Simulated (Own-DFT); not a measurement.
# What random displacements cost in 6H (3C twinned every three layers) SiC, 48 atoms (C24Si24)

Calculated results; nothing here was measured. The program, named Own-DFT, is a retired in-house plane-wave density functional code that no person has reviewed. Each row is one single-point run on a periodic cell that was not relaxed, without spin or spin-orbit coupling.

Settings of every run: PBE; PseudoDojo norm-conserving scalar-relativistic files; cutoff 42 hartree; 5 x 5 x 2 k mesh centred on Gamma; Fermi-Dirac smearing of 0.1 eV.

Known limits, some of them of some rows only: some atoms lie very close together; forces on such cells passed a denser k mesh, each cell not checked; stress not checked against mesh or cutoff.

Cell vectors in Å: (4.360, -4.360, 0.000); (0.000, 4.360, -4.360); (8.719, 8.719, 8.719). In each run every atom was moved at random and independently from its ideal site; u is the rms move along one axis. E is the free energy for each atom above the fitted value at u = 0, and F the rms of the force components.

```
run   u (Å)  E (meV/atom)  F (eV/Å)  largest force (eV/Å)  P (GPa)
  1  0.0280          29.6     0.779                  3.23     3.54
  2  0.0298          34.7     0.868                  2.97     3.63
  3  0.0298          37.1     0.882                  3.30     3.84
  4  0.0590             ?         ?                     ?        ?
  5  0.0608         134.3     1.746                  6.32     5.74
  6  0.0955         319.6     2.944                 14.01     9.83
  7  0.1021         451.8     3.772                 15.58    14.59
  8  0.1051         448.0     3.508                 10.53    13.85
```

## Worked fit

For small independent moves the energy grows as E = (3/2) K u², with K the mean stiffness felt by one atom. The runs with u up to 0.11 Å give K = 26.1 ± 1.2 eV/Å², with residuals divided by u² + 0.0006 Å², since the noise grows with the moves. The scatter is 8.9 meV/atom at u = 0.05 Å. The forces follow F = G u with G = 31.1 eV/Å²; no force at u = 0 is resolved. G exceeds K because the moves of its neighbours add to the force on an atom, and stiffness differs between atoms. The pressure follows P = 2.60 + 1000 u² GPa: at fixed volume, shortened bonds push harder than stretched ones pull.

## Withheld run

Question: what energy and rms force should run 4 give?

The fit gives 136 ± 13 meV/atom and about 1.84 eV/Å. The calculation gave 134.2 meV/atom and 1.791 eV/Å.
